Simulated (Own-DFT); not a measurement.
# Hybrid less PBE against volume: monoclinic HfO2, 94 atoms (Hf32O62), with two O vacancies

These are calculations. Each geometry was run twice at fixed positions with Own-DFT, a retired in-house plane-wave program that no person has reviewed: with PBE, and with HSE06 (exact exchange share 0.25 at short range, screening 0.11 per bohr, Gygi-Baldereschi treatment of its divergence). Both used PseudoDojo norm-conserving files made for PBE, a cutoff of 48 hartree, the Gamma point alone, fixed occupations, a neutral cell and no spin. With Gamma alone and a thickness of 10.1 Å, finite-size errors remain in every number. The hafnium file keeps the 4f electrons in the core, and its forces lie about 75 meV/Å off all-electron values. The oxygen file's force components were 24 meV/Å off all-electron values in a glass.

Unstrained cell vectors in Å: (10.234, 0.000, 0.000); (0.000, 10.350, 0.000); (-1.695, 0.000, 10.445), volume V0 = 1106.4 Å³, from measured lattice constants. Each geometry has its own random strain of a few per cent, its own defect sites and random moves of rms u per axis. HSE06 gave the energy alone. D is its energy less that of PBE, over the lowest D shown. The PBE stress wasn't checked against mesh or cutoff.

```
run,V - V0 (Å³),u (Å),P with PBE (GPa),D (eV)
1,16.0,0.0290,1.06,1.314
2,-35.1,0.0269,12.06,0.000
3,-1.3,0.0488,7.02,1.039
4,-13.5,0.0286,7.82,0.449
5,-15.8,0.0312,7.42,0.543
6,-8.0,0.0293,5.14,0.724
7,-10.4,0.0497,8.26,0.844
8,-21.6,0.0493,10.76,0.437
9,-2.3,0.0320,5.19,0.843
10,-8.3,0.0448,7.71,0.789
11,5.0,0.0309,3.32,?
```

## What the rows give

D = 0.81 + 0.0261 (V - V0) + 104 u² eV, with an error of 0.0013 on the volume slope, 23 on the last term and a scatter of 0.05 eV. Pressure is -dE/dV, and 1 eV/Å³ is 160.2 GPa, so HSE06 changes the pressure by -4.2 ± 0.2 GPa. With the ions held to the strained lattice, the PBE pressure falls by 236 ± 15 GPa per unit of volume strain; the shape of the strain isn't fitted, so the true error is larger, and a relaxed crystal would be softer. On that slope HSE06's volume at a given pressure is about 1.8 % smaller, or 0.6 % in lengths. At u = 0 and V0 the PBE pressure is 3.3 GPa, which puts the zero-pressure volume, against the measured cell and with the defects in, at +1.4 % for PBE and -0.4 % for HSE06, each good to a few tenths of a per cent.

## Withheld run

The question: what D should run 11 give?

The fit gives 1.04 eV, with rows scattering by 0.05. The calculation gave 0.998 eV.
